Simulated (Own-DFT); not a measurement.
# How strain changes the stress of 4H SiC, 72 atoms (C36Si36)

Calculated results; nothing here was measured. The program, named Own-DFT, is a retired in-house plane-wave density functional code that no person has reviewed. Each row is one single-point run on a periodic cell that was not relaxed, without spin or spin-orbit coupling.

Settings of every run: PBE; PseudoDojo norm-conserving scalar-relativistic files; cutoff 42 hartree; 4 x 4 x 3 k mesh centred on Gamma; Fermi-Dirac smearing of 0.1 eV.

Known limits: forces on such cells passed a denser k mesh, each cell not checked; stress not checked against mesh or cutoff.

Unstrained cell vectors in Å: (9.248, 0.000, 0.000); (-4.624, 8.009, 0.000); (0.000, 0.000, 10.068). The unstrained cell has measured lattice constants (interpolated for alloys), not those of this functional. That, the random moves and any unrelaxed bonds set the pressure at no strain. Each run strains this cell uniformly, with the atoms carried along. Every atom was also moved at random, by a Gaussian of width 0.05 Å on each axis. Strain is the symmetric tensor, in per cent. Stress is positive in tension, and the pressure is minus a third of its trace.

```
run  e_xx (%)  e_yy (%)  e_zz (%)  e_yz (%)  e_xz (%)  e_xy (%)  s_xx (GPa)  s_yy (GPa)  s_zz (GPa)  s_yz (GPa)  s_xz (GPa)  s_xy (GPa)  P (GPa)  E (meV/atom)
  1     -0.55     -0.93      1.29      0.87     -1.37     -0.33       -8.22      -10.91       -0.22        2.80       -4.35       -1.32     6.45          40.9
  2      1.00      0.39     -0.35      1.23     -1.97      0.83       -0.19       -1.46       -8.29        4.40       -7.01        3.10     3.31          28.2
  3     -0.17     -0.49     -0.23     -1.43     -1.31      0.98       -7.02       -7.23       -7.55       -4.79       -4.63        5.35     7.27          27.3
  4     -1.34      1.86      1.07      0.30     -0.19     -1.81      -10.61        4.46        0.13        1.33       -0.80       -9.10     2.01          22.3
  5     -0.53      0.28      1.78      0.02      1.43     -0.53       -5.97       -2.27        2.39       -0.29        4.85       -3.30     1.95          28.0
  6      1.34     -0.32     -0.52     -1.17     -0.66      1.71        1.92       -7.66       -9.07       -5.06       -0.98        7.66     4.94          50.0
  7      0.57      1.60     -1.10     -0.76      1.68     -0.95        0.84        3.08      -13.74       -2.58        5.43       -2.83     3.27          49.5
  8     -1.09     -0.91     -0.49      1.77     -0.80      0.16      -10.22      -10.08      -12.86        5.70       -2.34        0.34    11.05          32.3
  9     -1.41      0.95      0.09      1.41     -1.69      0.59      -13.29        0.15       -5.22        5.34       -4.69        2.50     6.12          25.5
 10      1.92     -0.17      0.12     -1.27      0.71     -1.94        4.31       -3.95       -5.87       -4.22        2.15       -7.99     1.84          38.4
 11     -0.25     -0.39      1.40     -1.03     -0.70     -0.26       -6.69       -5.45        2.71       -3.84       -2.11       -0.81     3.14           0.0
 12     -0.06      0.80      0.07      0.95     -1.20      1.85       -5.25       -0.83       -5.72        2.98       -5.06        7.59     3.93          39.9
 13     -0.16     -0.58     -0.27      1.48      0.23     -1.10       -4.76      -10.16       -8.65        4.87        0.53       -5.18     7.86          38.8
 14     -1.53      1.41      1.10      1.22      1.19      0.23      -10.88        1.95        0.28        3.88        3.40        0.90     2.88          15.5
 15      1.89     -1.86     -1.71     -0.62      1.18      0.77        2.00      -14.32      -19.66       -3.10        4.62        3.65    10.66          77.6
 16     -1.70     -0.25     -0.42     -0.85     -1.85     -1.58      -15.92       -9.27      -10.63       -4.04       -6.30       -8.85    11.94          69.8
 17     -1.49     -0.25     -0.48     -1.17      1.71      0.89           ?           ?           ?           ?           ?           ?        ?             ?
```

E is the free energy for each atom above the lowest run shown.

## Worked fit

Each stress component was fitted by least squares to a constant and the strains of the runs shown, as fractions, with shears doubled. Shear strains stay in the fit of a normal stress only where such slopes are resolved. The slopes, in GPa:

| stress | at no strain | per e_xx | per e_yy | per e_zz | scatter |
|---|---|---|---|---|---|
| s_xx | -5.1 | 533 ± 32 | 93 ± 34 | 35 ± 38 | 1.23 |
| s_yy | -5.1 | 86 ± 28 | 547 ± 29 | 74 ± 33 | 1.07 |
| s_zz | -7.1 | 41 ± 29 | 76 ± 31 | 636 ± 35 | 1.12 |

Each shear stress against twice its own strain: yz 179 ± 6, xz 168 ± 8, xy 229 ± 11 GPa. These are stiffnesses along x, y and z of the frame in which the cell vectors are given, which need not be the crystal's axes. The atoms are held to the strained lattice; where symmetry lets them move under strain, relaxing them would lower some slopes. The table should be nearly symmetric about its diagonal, and what it lacks of that shows the noise. A ninth of its sum, 236 ± 9 GPa, estimates the bulk modulus near the mean pressure of these runs, 5.5 GPa, so it lies above the value at zero pressure.

## Withheld run

Question: what normal stresses and pressure should run 17 give?

The fit gives s_xx = -13.4, s_yy = -8.1, s_zz = -11.0 and P = 10.8 GPa. The calculation gave -14.59, -7.45, -10.15 and P = 10.73 GPa.
